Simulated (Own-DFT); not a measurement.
# Which way do the neighbours of a vacancy move? hexagonal WC, 63 atoms (C32W31), with one W vacancy

All numbers below are calculated, not measured. The program, named Own-DFT, is a retired in-house plane-wave density functional code that no person has reviewed. Each row is one single-point run on a periodic cell that was not relaxed, without spin or spin-orbit coupling.

Settings of every run: PBE; PseudoDojo norm-conserving scalar-relativistic files; cutoff 50 hartree; 4 x 4 x 4 k mesh centred on Gamma; cold (Marzari-Vanderbilt) smearing of 0.2 eV.

Known limits: forces on such cells moved up to 12 meV/angstrom on a denser k mesh; stress not checked against mesh or cutoff.

Cell vectors in Å: (5.833, -5.052, -2.839); (0.000, -5.052, 8.518); (-5.833, -5.052, -2.839). Every atom was also moved at random, by a Gaussian of width 0.03 Å on each axis. The defect's site can differ from row to row. The empty site has 6 nearest neighbours, all C. For each, d is its distance from the empty site and R the part of its force along the line away from it, positive outwards. The last column is the rms force component on atoms over 4.5 Å away.

```
run,d1 (Å),d2 (Å),d3 (Å),d4 (Å),d5 (Å),d6 (Å),R1 (eV/Å),R2 (eV/Å),R3 (eV/Å),R4 (eV/Å),R5 (eV/Å),R6 (eV/Å),far F (eV/Å)
1,2.166,2.173,2.195,2.201,2.203,2.235,1.68,1.29,1.37,0.94,1.35,1.10,0.75
2,2.178,2.198,2.205,2.215,2.230,2.263,1.32,1.24,1.37,1.01,1.06,0.68,0.56
3,2.152,2.172,2.200,2.202,2.203,2.275,1.79,1.84,1.30,1.32,1.43,0.33,0.78
4,2.181,2.184,2.196,2.242,2.257,2.269,1.69,1.57,1.55,1.02,0.64,0.71,0.74
5,2.131,2.200,2.204,2.215,2.220,2.236,2.12,1.34,1.29,1.02,1.39,0.98,0.78
6,2.191,2.200,2.201,2.203,2.215,2.217,1.48,1.41,1.38,1.48,1.04,0.72,0.86
7,2.158,2.171,2.175,2.187,2.209,2.277,1.57,1.83,1.76,1.76,1.31,0.65,0.75
8,2.150,2.168,2.220,2.232,2.237,2.250,1.90,1.58,1.58,0.96,0.83,0.89,0.81
9,2.154,2.173,2.216,2.228,2.240,2.251,?,?,?,?,?,?,?
```

## Worked fit

A straight line through the 48 neighbours shown gives R = 1.29 - 10.5 (d - 2.205) eV/Å, with a scatter of 0.17 left by the moves of the other atoms. The slope, with an error of 0.8, is the pull back towards the neighbour's own site. The constant, 1.29 ± 0.03 eV/Å, is the force at the mean distance: with one bond gone, the neighbours are pushed outwards, away from the empty site. It shows how a relaxation would start, not where it would end, and it depends somewhat on the width of the random moves.

## Withheld run

Question: what mean R should the neighbours of run 9 feel? Their mean d is 2.210 Å.

The line gives 1.24 ± 0.07 eV/Å, by the scatter of the means of the runs shown. The calculation gave R = 1.84, 1.59, 0.85, 1.34, 0.63, 0.74, a mean of 1.17 eV/Å.
